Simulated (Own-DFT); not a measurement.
# Computed records: Hf$_{36}$O$_{71}$ (tetragonal hafnia with one neutral oxygen vacancy, atoms displaced)

All values are calculated (Own-DFT development build). A calculation, not a measurement: plane-wave PBE and HSE06 DFT by an unreviewed code, no spin, of a simulated cell at Gamma alone, so results move with cell size and shape, stress positive in tension, energies less offsets, not probed for a lower state with spin; hafnium file: forces about 75 meV/angstrom off all-electron values; oxygen file: force components 24 meV/angstrom off all-electron in a glass; k mesh not checked against a denser one; forces and stress are PBE's, HSE06 gives the energy alone, and its difference from PBE has offsets of its own; offsets are fitted by least squares, one for each functional and potential file, so energies compare only between cells with the same atoms and settings and are not formation energies; the far tail of each file's local potential was reset to the Coulomb form; each entry is a single point on an unrelaxed cell, so the pressure reflects the starting lattice, taken from the Materials Project, from which strain is counted, and rises with the displacements; printed positions are rounded, which can move forces by about a meV/angstrom; the program is a retired in-house code; no spin-orbit coupling.

Common to all runs: first functional PBE; second functional HSE06; exact exchange share 0.25; screening 0.11 1/bohr; exchange divergence Gygi-Baldereschi; potential files PseudoDojo norm-conserving, scalar-relativistic, made for PBE, standard set; wave cutoff 48 hartree; occupations fixed; k mesh 1 x 1 x 1 centred on Gamma.

(1) Hf$_{36}$O$_{71}$ (tetragonal hafnia with one neutral oxygen vacancy, atoms displaced)

```
Hf36O71
1.0
     10.7800     0.0000     0.0000
      0.0000    10.7800     0.0000
      0.0000     0.0000    10.4493
Hf O Hf O Hf O Hf O Hf O Hf O Hf O Hf O Hf O Hf O Hf O Hf O Hf O Hf O Hf O Hf O Hf O Hf O
2 4 2 4 2 3 2 4 2 4 2 4 2 4 2 4 2 4 2 4 2 4 2 4 2 4 2 4 2 4 2 4 2 4 2 4
Direct
  0.00058 0.00414 0.99963
  0.16846 0.16442 0.24375
  0.99481 0.16707 0.15342
  0.16624 0.99506 0.34259
  0.00028 0.17234 0.39794
  0.16853 0.99983 0.08954
  0.00303 0.00486 0.50052
  0.17607 0.16414 0.74613
  0.00532 0.17247 0.65232
  0.16757 0.99494 0.85153
  0.99326 0.16273 0.90074
  0.17238 0.00674 0.60056
  0.99943 0.32536 0.99591
  0.17238 0.49658 0.25005
  0.00038 0.49927 0.14621
  0.99890 0.49747 0.40190
  0.16096 0.33465 0.09804
  0.00449 0.33119 0.49879
  0.16850 0.50066 0.75158
  0.99873 0.50456 0.64333
  0.16653 0.33790 0.84227
  0.00268 0.49123 0.89416
  0.16569 0.33009 0.59492
  0.00182 0.66977 0.00294
  0.16289 0.83725 0.24313
  0.00298 0.82971 0.16022
  0.16886 0.66954 0.34186
  0.99945 0.82927 0.39624
  0.16619 0.66561 0.08976
  0.99640 0.66428 0.49986
  0.16588 0.83218 0.76148
  0.99941 0.83584 0.65399
  0.16663 0.66120 0.85790
  0.99950 0.83422 0.89455
  0.16599 0.67435 0.59290
  0.34678 0.99189 0.00319
  0.49761 0.16858 0.25437
  0.33295 0.16023 0.16059
  0.50680 0.00599 0.34970
  0.33394 0.16400 0.40075
  0.49960 0.00466 0.09351
  0.33327 0.00566 0.49196
  0.50187 0.17384 0.75528
  0.32472 0.16468 0.65780
  0.50226 0.00245 0.84088
  0.33457 0.17576 0.90307
  0.49106 0.00365 0.59662
  0.33220 0.33867 0.00044
  0.50194 0.50340 0.25001
  0.33042 0.49543 0.14765
  0.49552 0.33213 0.34988
  0.33428 0.50161 0.41012
  0.49799 0.32977 0.10031
  0.32812 0.33496 0.49993
  0.49533 0.50677 0.74819
  0.33694 0.49073 0.64973
  0.50703 0.33342 0.84666
  0.33883 0.49846 0.91259
  0.49485 0.32425 0.60084
  0.33593 0.67417 0.99754
  0.50265 0.83651 0.25904
  0.33686 0.82787 0.15257
  0.49644 0.66104 0.34734
  0.34099 0.82734 0.40225
  0.50020 0.66495 0.08964
  0.32758 0.66778 0.50560
  0.49669 0.84046 0.74907
  0.32930 0.83319 0.65107
  0.49961 0.65855 0.83780
  0.33493 0.82209 0.90326
  0.50930 0.67826 0.59630
  0.65959 0.00414 0.99408
  0.82956 0.16200 0.24672
  0.67058 0.17268 0.14883
  0.83451 0.99276 0.34387
  0.67710 0.16954 0.40070
  0.83325 0.99566 0.09660
  0.66249 0.99715 0.50070
  0.83382 0.17325 0.74530
  0.66812 0.17027 0.66112
  0.83874 0.99243 0.84610
  0.66389 0.16609 0.90115
  0.83482 0.00137 0.59870
  0.66474 0.33379 0.00626
  0.83053 0.50221 0.25536
  0.65541 0.50596 0.14748
  0.83543 0.33951 0.33494
  0.67267 0.49660 0.39711
  0.83221 0.33760 0.10093
  0.66480 0.33046 0.50254
  0.82813 0.49554 0.73524
  0.65978 0.49769 0.65408
  0.82752 0.33936 0.84838
  0.66468 0.49951 0.92005
  0.83489 0.33467 0.61081
  0.66875 0.66477 0.99712
  0.83386 0.83207 0.24504
  0.66761 0.84433 0.15182
  0.82999 0.66834 0.34474
  0.67012 0.83673 0.39559
  0.83677 0.67365 0.10250
  0.67355 0.65568 0.50564
  0.83889 0.83117 0.74600
  0.66469 0.83168 0.65928
  0.83431 0.66645 0.84803
  0.67202 0.83679 0.90104
  0.83340 0.66585 0.60481
```

```
PBE energy of cell above offsets : -96.625 eV
HSE06 less PBE above offsets     : 0.094 eV
PBE pressure                     : 2.64 GPa
PBE stress xx                    : -2.4 GPa
PBE stress yy                    : -2.21 GPa
PBE stress zz                    : -3.32 GPa
PBE stress yz                    : -0.47 GPa
PBE stress xz                    : 0.3 GPa
PBE stress xy                    : -0.08 GPa
```

Force:
| element | x (eV/Å) | y (eV/Å) | z (eV/Å) |
| --- | --- | --- | --- |
| Hf | -1.243 | -0.925 | -0.748 |
| Hf | -1.156 | 0.686 | 0.557 |
| O | 1.209 | -0.47 | -0.555 |
| O | 0.117 | 1.268 | 0.613 |
| O | 0.454 | -0.845 | 0.36 |
| O | 0.66 | -0.09 | 0.777 |
| Hf | -0.415 | -1.097 | -0.121 |
| Hf | -2.554 | -0.229 | 1.978 |
| O | -0.711 | -0.354 | -0.453 |
| O | 0.531 | 0.879 | -0.397 |
| O | 0.234 | 0.501 | -0.151 |
| O | -0.981 | -0.269 | -0.936 |
| Hf | -1.136 | 2.356 | 0.462 |
| Hf | -1.372 | 0.442 | -0.514 |
| O | 0.205 | 0.475 | 1.126 |
| O | 0.314 | 0.257 | -0.198 |
| O | 1.044 | -0.881 | 0.346 |
| Hf | -0.611 | 0.473 | -0.019 |
| Hf | -1.766 | -0.033 | 0.453 |
| O | 0.664 | -0.077 | 0.483 |
| O | 0.392 | -1.066 | 0.185 |
| O | 0.045 | 0.958 | 0.397 |
| O | 0.195 | 0.469 | -0.4 |
| Hf | -0.772 | -1.762 | -0.87 |
| Hf | 0.969 | -1.742 | 0.951 |
| O | -0.475 | 0.288 | -2.113 |
| O | 0.161 | -0.733 | 0.116 |
| O | 0.152 | 0.688 | 1.439 |
| O | 0.752 | 0.539 | 0.912 |
| Hf | 0.966 | 0.585 | -0.799 |
| Hf | -0.722 | -0.3 | -1.306 |
| O | 1.352 | -0.044 | -0.945 |
| O | 0.277 | 0.493 | -1.674 |
| O | 0.62 | -0.358 | 1.335 |
| O | -0.695 | -0.749 | 0.942 |
| Hf | -3.23 | 1.205 | -1.1 |
| Hf | 0.666 | 1.356 | -1.053 |
| O | 0.367 | -0.123 | -0.8 |
| O | -0.241 | -0.5 | 0.018 |
| O | -0.402 | 1.118 | -0.149 |
| O | 0.674 | 0.041 | 1.238 |
| Hf | -0.72 | -2.155 | 1.325 |
| Hf | -0.58 | 0.464 | -0.657 |
| O | 3.453 | 0.383 | -1.617 |
| O | -0.761 | -0.143 | 1.511 |
| O | 0.117 | -1.837 | 0.34 |
| O | 1.305 | -0.162 | -0.124 |
| Hf | -0.002 | -0.268 | 0.727 |
| Hf | -1.123 | -0.557 | -0.678 |
| O | 0.607 | 0.027 | 1.399 |
| O | 0.539 | 0.279 | 0.303 |
| O | -0.795 | -0.527 | -0.649 |
| O | -0.385 | -0.355 | 0.072 |
| Hf | 0.779 | 0.009 | -0.293 |
| Hf | 0.117 | -2.325 | 0.529 |
| O | -0.921 | 0.926 | 0.387 |
| O | -0.208 | 1.183 | 0.264 |
| O | -0.072 | 0.763 | -1.933 |
| O | 0.946 | -0.235 | -0.825 |
| Hf | -0.482 | -3.566 | 2.228 |
| Hf | 0.592 | -1.607 | -0.415 |
| O | 0.238 | 0.975 | -0.423 |
| O | 0.722 | 0.959 | -0.228 |
| O | 0.25 | 1.644 | 0.054 |
| O | 0.075 | 0.483 | 0.507 |
| Hf | 1.377 | 0.864 | -1.071 |
| Hf | 0.711 | -1.834 | -1.291 |
| O | 0.281 | -0.246 | 0.911 |
| O | -0.013 | 2.887 | 1.166 |
| O | 0.539 | 3.713 | -1.616 |
| O | -1.437 | -1.003 | -0.322 |
| Hf | 2.89 | -1.447 | 0.226 |
| Hf | 0.376 | 0.371 | 0.315 |
| O | -1.379 | -0.67 | 0.403 |
| O | 0.258 | 1.693 | 0.602 |
| O | -0.384 | -0.308 | 0.816 |
| O | 0.068 | 0.554 | -0.333 |
| Hf | 0.991 | -0.423 | 0.122 |
| Hf | 0.982 | -1.177 | 1.647 |
| O | -0.532 | -0.147 | -1.493 |
| O | -0.304 | 1.735 | -0.296 |
| O | 0.071 | 0.312 | -0.029 |
| O | -0.272 | 0.361 | -0.949 |
| Hf | 0.62 | -0.118 | -0.282 |
| Hf | 0.912 | -0.088 | -2.659 |
| O | 1.803 | -0.216 | 1.257 |
| O | -0.127 | -1.834 | 2.009 |
| O | -0.444 | -0.231 | 1.155 |
| O | 0.058 | -0.181 | -0.977 |
| Hf | -0.399 | -0.375 | -0.106 |
| Hf | 2.196 | 0.641 | 3.244 |
| O | 0.262 | 0.125 | -1.23 |
| O | -0.099 | -0.968 | -0.14 |
| O | 0.006 | 0.083 | -2.208 |
| O | -0.57 | -0.077 | -2.103 |
| Hf | 0.837 | 1 | 0.51 |
| Hf | -0.572 | 0.176 | 0.148 |
| O | -1.388 | -0.45 | 0.226 |
| O | -0.026 | -0.374 | 1.567 |
| O | -0.833 | -0.887 | 1.419 |
| O | -0.862 | -0.23 | -0.579 |
| Hf | -1.235 | 2.005 | -1.185 |
| Hf | -1.097 | 0.514 | 1.771 |
| O | 0.268 | 0.909 | -1.066 |
| O | -0.252 | -0.787 | -0.272 |
| O | -1.28 | -0.395 | 0.405 |
| O | -0.232 | -0.268 | -0.906 |

(2) Hf$_{36}$O$_{71}$ (tetragonal hafnia with one neutral oxygen vacancy, atoms displaced)

```
Hf36O71
1.0
     10.7800     0.0000     0.0000
      0.0000    10.7800     0.0000
      0.0000     0.0000    10.4493
Hf O Hf O Hf O Hf O Hf O Hf O Hf O Hf O Hf O Hf O Hf O Hf O Hf O Hf O Hf O Hf O Hf O Hf O
2 4 2 4 2 4 2 4 2 4 2 4 2 4 2 4 2 4 2 4 2 3 2 4 2 4 2 4 2 4 2 4 2 4 2 4
Direct
  0.99896 0.99212 0.99718
  0.16396 0.16434 0.25111
  0.00578 0.16776 0.15150
  0.16225 0.00224 0.34851
  0.99636 0.16410 0.39929
  0.17112 0.00006 0.09712
  0.00074 0.00042 0.49753
  0.16786 0.16150 0.75014
  0.99946 0.16960 0.65958
  0.16250 0.99687 0.85285
  0.00022 0.16109 0.90701
  0.16412 0.99533 0.59972
  0.99691 0.32987 0.99539
  0.16792 0.49533 0.25260
  0.99502 0.50214 0.14868
  0.16467 0.33118 0.34554
  0.00404 0.50272 0.40344
  0.16437 0.33567 0.09802
  0.99678 0.32798 0.49678
  0.16741 0.49770 0.74717
  0.99940 0.50008 0.65154
  0.16337 0.33388 0.84464
  0.99634 0.49858 0.90269
  0.16383 0.33581 0.60037
  0.99700 0.66853 0.99901
  0.16390 0.83283 0.24842
  0.99621 0.83270 0.15259
  0.16398 0.66376 0.34611
  0.00159 0.83619 0.40201
  0.17006 0.66627 0.09862
  0.00092 0.66449 0.50300
  0.16810 0.83726 0.74779
  0.99925 0.83513 0.64895
  0.16415 0.66009 0.84732
  0.00673 0.82701 0.90218
  0.16863 0.66301 0.60333
  0.32915 0.00141 0.00491
  0.49557 0.16365 0.24685
  0.33230 0.16994 0.15186
  0.49735 0.00344 0.34683
  0.33337 0.16642 0.40003
  0.49620 0.99789 0.09424
  0.32883 0.00097 0.50331
  0.49661 0.16704 0.75545
  0.32923 0.16472 0.65290
  0.49589 0.99863 0.84735
  0.33253 0.16886 0.89634
  0.50107 0.99875 0.59550
  0.33037 0.33209 0.99948
  0.49453 0.49950 0.25919
  0.33096 0.50684 0.15202
  0.50408 0.33299 0.34388
  0.33761 0.49927 0.40439
  0.49890 0.33312 0.09310
  0.33514 0.33784 0.48914
  0.49837 0.50105 0.74553
  0.33270 0.50032 0.64856
  0.49875 0.33594 0.84722
  0.33702 0.49851 0.89861
  0.50058 0.33442 0.59871
  0.33744 0.66625 0.99851
  0.49923 0.83415 0.24696
  0.50055 0.66387 0.34148
  0.33227 0.83239 0.39727
  0.50058 0.66244 0.09590
  0.33508 0.66770 0.50055
  0.49867 0.82841 0.75253
  0.33545 0.83661 0.64612
  0.50151 0.66664 0.84886
  0.33329 0.83293 0.90088
  0.49740 0.66642 0.59854
  0.66685 0.00288 0.99687
  0.83045 0.16573 0.25101
  0.66690 0.16826 0.15097
  0.83229 0.00110 0.34576
  0.66541 0.16340 0.39895
  0.83029 0.99988 0.09635
  0.66806 0.00380 0.49888
  0.83439 0.16800 0.75514
  0.67181 0.16939 0.65036
  0.83628 0.00319 0.84353
  0.66012 0.16746 0.90425
  0.83549 0.99468 0.59919
  0.67025 0.33186 0.99493
  0.83321 0.50026 0.24805
  0.66841 0.49557 0.15175
  0.83506 0.33363 0.34724
  0.66478 0.49562 0.40337
  0.83386 0.33797 0.10049
  0.67103 0.33251 0.50045
  0.83908 0.50000 0.74827
  0.66804 0.49680 0.65719
  0.83393 0.33920 0.84444
  0.66788 0.49815 0.90171
  0.83617 0.33571 0.59646
  0.66149 0.66909 0.99414
  0.83502 0.83261 0.25105
  0.66734 0.83280 0.15215
  0.83620 0.66146 0.35060
  0.67045 0.83189 0.39530
  0.83758 0.66702 0.09633
  0.66685 0.66495 0.50534
  0.83250 0.83320 0.74950
  0.66595 0.83289 0.65045
  0.83244 0.66280 0.84541
  0.66572 0.83467 0.90312
  0.83297 0.66456 0.59832
```

```
PBE energy of cell above offsets : -100.419 eV
HSE06 less PBE above offsets     : -0.098 eV
PBE pressure                     : 0.78 GPa
PBE stress xx                    : 0.41 GPa
PBE stress yy                    : -1.52 GPa
PBE stress zz                    : -1.22 GPa
PBE stress yz                    : 0.59 GPa
PBE stress xz                    : 0.18 GPa
PBE stress xy                    : 0 GPa
```

Force:
| element | x (eV/Å) | y (eV/Å) | z (eV/Å) |
| --- | --- | --- | --- |
| Hf | 0.1 | 0.695 | 0.733 |
| Hf | 0.327 | 0.394 | -0.544 |
| O | -1.295 | -0.348 | 0.21 |
| O | 0.264 | -0.529 | 0.157 |
| O | 0.177 | 0.245 | 0.381 |
| O | -1.429 | -0.651 | 0.691 |
| Hf | -0.753 | -0.738 | 0.295 |
| Hf | -0.128 | 1.387 | 0.386 |
| O | -0.076 | -0.265 | -0.748 |
| O | 0.217 | 0.247 | -0.427 |
| O | -0.336 | 0.241 | -0.33 |
| O | 0.058 | 0.317 | 0.251 |
| Hf | 0.58 | 1.026 | 1.01 |
| Hf | -1.518 | 1.074 | -1.581 |
| O | 1.364 | -0.128 | 0.741 |
| O | 0.355 | -0.139 | 0.604 |
| O | 0.035 | -1.162 | 0.212 |
| O | 0.175 | 0.097 | -0.287 |
| Hf | 0.782 | 1.292 | 0.465 |
| Hf | -0.147 | 0.139 | 0.232 |
| O | 0.337 | 0.347 | -0.27 |
| O | -0.031 | -0.866 | 0.395 |
| O | -0.031 | 0.062 | -0.176 |
| O | 0.531 | -0.302 | -1.313 |
| Hf | 1.08 | -2.176 | 0.495 |
| Hf | 0.815 | -0.836 | 0.09 |
| O | 0.959 | 0.531 | -0.409 |
| O | 0.346 | 0.573 | 0.307 |
| O | -0.099 | -0.529 | -0.05 |
| O | -0.295 | 1.048 | -0.235 |
| Hf | 0.132 | 0.04 | -0.462 |
| Hf | -0.32 | -1.755 | 0.368 |
| O | 0.203 | -0.342 | 0.724 |
| O | 0.354 | 1.156 | -0.307 |
| O | -0.634 | 1.318 | -0.643 |
| O | 0.139 | 0.555 | -0.968 |
| Hf | 1.039 | -0.374 | -1.214 |
| Hf | 0.771 | 0.688 | -0.023 |
| O | -0.479 | -0.264 | -0.404 |
| O | 0.084 | -1.027 | -0.294 |
| O | -0.066 | 0.168 | 0.23 |
| O | 0.518 | -0.126 | 0.467 |
| Hf | 1.413 | -0.056 | -0.588 |
| Hf | 0.142 | 0.311 | -0.98 |
| O | 0.544 | -0.438 | -0.334 |
| O | 0.367 | -0.037 | -0.239 |
| O | -0.111 | -0.419 | 0.55 |
| O | -0.191 | 0.35 | -0.117 |
| Hf | 0.494 | 0.733 | -0.022 |
| Hf | 1.442 | -0.373 | -2.699 |
| O | 0.379 | -0.669 | 0.506 |
| O | -0.722 | -0.766 | 0.613 |
| O | -0.186 | 0.73 | -0.981 |
| O | -0.14 | -0.186 | -0.075 |
| Hf | -0.252 | -1.655 | 2.445 |
| Hf | 0.015 | -1.215 | 0.65 |
| O | 0.341 | 0.011 | -0.167 |
| O | 0.188 | -0.512 | -0.463 |
| O | -0.097 | 0.07 | 0.228 |
| O | -0.32 | -0.117 | -0.719 |
| Hf | -1.353 | -0.705 | 0.26 |
| Hf | -0.011 | 0.195 | 0.116 |
| O | -0.169 | 1.171 | 1.119 |
| O | -0.07 | 0.196 | 0.082 |
| O | -0.105 | 0.844 | 0.051 |
| Hf | -1.059 | 0.438 | -0.058 |
| Hf | 0.122 | 1.476 | -0.553 |
| O | -0.329 | -0.233 | 0.483 |
| O | 0.146 | -0.042 | -0.073 |
| O | -0.083 | 0.148 | 0.326 |
| O | 0.476 | -0.015 | 0.061 |
| Hf | -0.489 | -0.531 | 0.943 |
| Hf | 0.342 | 0.445 | -0.692 |
| O | -0.27 | -0.378 | -0.016 |
| O | 0.172 | -0.168 | 0.154 |
| O | 0.384 | 0.81 | 0.163 |
| O | 0.585 | 0.106 | -0.34 |
| Hf | -0.157 | -0.965 | 0.128 |
| Hf | -0.009 | 0.464 | -1.2 |
| O | -0.461 | -0.257 | 0.504 |
| O | -0.218 | -1.092 | 0.907 |
| O | 0.494 | -0.481 | -0.899 |
| O | -0.269 | 0.351 | -0.447 |
| Hf | -0.954 | 1.795 | 1.633 |
| Hf | -0.239 | 0.015 | -0.594 |
| O | -0.707 | 0.421 | 0.507 |
| O | 0.003 | -0.392 | 0.342 |
| O | -0.106 | 0.886 | 0.594 |
| O | 0.12 | -1.008 | -0.838 |
| Hf | -0.626 | -0.263 | 0.187 |
| Hf | -0.44 | 0.496 | 0.169 |
| O | -0.158 | 0.406 | -0.731 |
| O | -0.07 | -1.994 | 0.756 |
| O | -0.27 | 0.558 | 0.159 |
| O | -0.16 | -0.156 | -0.036 |
| Hf | 1.248 | -1.453 | 1.218 |
| Hf | -1.245 | -0.774 | 0.368 |
| O | -0.263 | 0.016 | -0.225 |
| O | -0.101 | 0.928 | -0.075 |
| O | -0.309 | -0.018 | 1.206 |
| O | -1.56 | 0.399 | -0.018 |
| Hf | 0.611 | 0.265 | -1.227 |
| Hf | 0.04 | -0.301 | -0.758 |
| O | -0.023 | -0.439 | 0.441 |
| O | -0.017 | 1.382 | 0.098 |
| O | 0.208 | 0.386 | -0.639 |
| O | -0.056 | 0.234 | 0.08 |
